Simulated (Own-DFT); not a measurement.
# How strain changes the stress of wurtzite AlGaN with randomly placed atoms, 96 atoms (Al12Ga36N48)

All numbers below are calculated, not measured. The program, named Own-DFT, is a retired in-house plane-wave density functional code that no person has reviewed. Each row is one single-point run on a periodic cell that was not relaxed, without spin or spin-orbit coupling.

Settings of every run: PBE; PseudoDojo norm-conserving scalar-relativistic files (stringent for Ga); cutoff 96 hartree; 3 x 4 x 3 k mesh centred on Gamma; Gaussian smearing of 0.01 eV.

Known limits: k mesh not checked against a denser one; stress not checked against mesh or cutoff.

Unstrained cell vectors in Å: (12.679, 0.000, 0.000); (-4.755, 8.235, 0.000); (0.000, 0.000, 10.268). The unstrained cell has measured lattice constants (interpolated for alloys), not those of this functional. That, the random moves and any unrelaxed bonds set the pressure at no strain. Each run strains this cell uniformly, with the atoms carried along. Every atom was also moved at random, by a Gaussian of width 0.05 Å on each axis. The random placing of the alloy's atoms differs from row to row. Strain is the symmetric tensor, in per cent. Stress is positive in tension, and the pressure is minus a third of its trace.

```
run,e_xx (%),e_yy (%),e_zz (%),s_xx (GPa),s_yy (GPa),s_zz (GPa),P (GPa),E (meV/atom)
1,0.50,0.50,0.00,-4.48,-2.71,-7.39,4.86,0.0
2,-2.75,-2.75,0.00,-23.89,-24.25,-12.35,20.16,66.3
3,-1.00,-1.00,0.00,-12.14,-12.63,-9.52,11.43,24.9
4,-0.75,-0.75,0.00,-10.50,-11.04,-9.12,10.22,18.1
5,0.25,0.25,0.00,-3.71,-6.81,-8.07,6.20,15.3
6,1.75,1.75,0.00,2.40,2.08,-6.11,0.54,4.8
7,-3.00,-3.00,0.00,-26.73,-27.38,-12.35,22.15,99.3
8,2.50,2.50,0.00,4.84,5.03,-3.73,-2.04,6.8
9,0.75,0.75,0.00,?,?,?,?,?
```

E is the free energy for each atom above the lowest run shown.

## Worked fit

The change of volume is close to e_xx + e_yy + e_zz. A straight line through the runs shown gives P = 7.89 - 220 x (fractional change of volume) GPa, with an error of 10 on the slope and a scatter of 1.00 GPa. The strain isn't the same on all axes and the cell isn't cubic, so the slope belongs to this path and is not the bulk modulus.

## Withheld run

Question: what pressure should run 9 give? Its volume changes by 1.51 %.

The line gives 4.6 GPa. The calculation gave 4.29 GPa.
